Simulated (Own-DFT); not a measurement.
# Misfit strain and the stress it brings: wurtzite GaN, 72 atoms (Ga36N36)

Calculated, not measured: single-point runs of Own-DFT, a retired in-house plane-wave DFT program that no person has reviewed, on unrelaxed cells, without spin or spin-orbit coupling.

Common settings: PBE; PseudoDojo norm-conserving scalar-relativistic files (stringent for Ga); cutoff 96 hartree; 4 x 4 x 3 k mesh centred on Gamma; Gaussian smearing of 0.01 eV.

Limits: forces not confirmed at this smearing and k mesh; stress not checked against mesh or cutoff.

Unstrained cell vectors in Å: (9.567, 0.000, 0.000); (-4.784, 8.285, 0.000); (0.000, 0.000, 10.370). The unstrained cell has measured lattice constants (interpolated for alloys), not those of this functional. That, the random moves and any unrelaxed bonds set the pressure at no strain. Each run strains x and y alike by e, as a substrate would, and holds the height along z. All atoms carry random offsets, Gaussian with a width of 0.05 Å per axis. Stress is positive in tension.

```
e (%)  u (Å)  (s_xx + s_yy)/2 (GPa)  s_zz (GPa)
-2.75  0.049                 -24.50      -10.71
-2.25  0.047                 -20.03      -11.29
-1.75  0.051                 -16.77      -11.38
-1.25  0.046                 -14.30       -7.85
-1.00  0.049                      ?           ?
 0.25  0.053                  -6.37       -5.91
 1.25  0.051                  -1.63       -4.07
 1.75  0.050                   1.63       -4.86
 2.50  0.051                   4.41       -3.51
 3.00  0.049                   6.73       -3.15
```

## What the rows give

With e as a fraction, the in-plane stress is -7.4 + 532 e - 2302 e² GPa (errors 9 and 647, scatter 0.55), and s_zz is -7.1 + 152 e GPa (slope ± 17, scatter 1.03). At e = 0 the first slope is C11 + C12 and the second 2 C13, both with the ions held to the strained lattice and at the cell's own pressure. The term in e² is negative: the layer stiffens under compression and softens under tension. A free layer would change its height as e changes, and the in-plane slope would drop by 2 C13²/C33 to the biaxial modulus. At fixed height, a misfit of 1 % moves the in-plane stress by about 5.3 GPa and s_zz by 1.5 GPa.

## Prediction

Asked: what are the two stresses at e = -1.00 %?

Estimate: -12.9 and -8.6 GPa. The calculation gave -13.11 and -6.51 GPa.
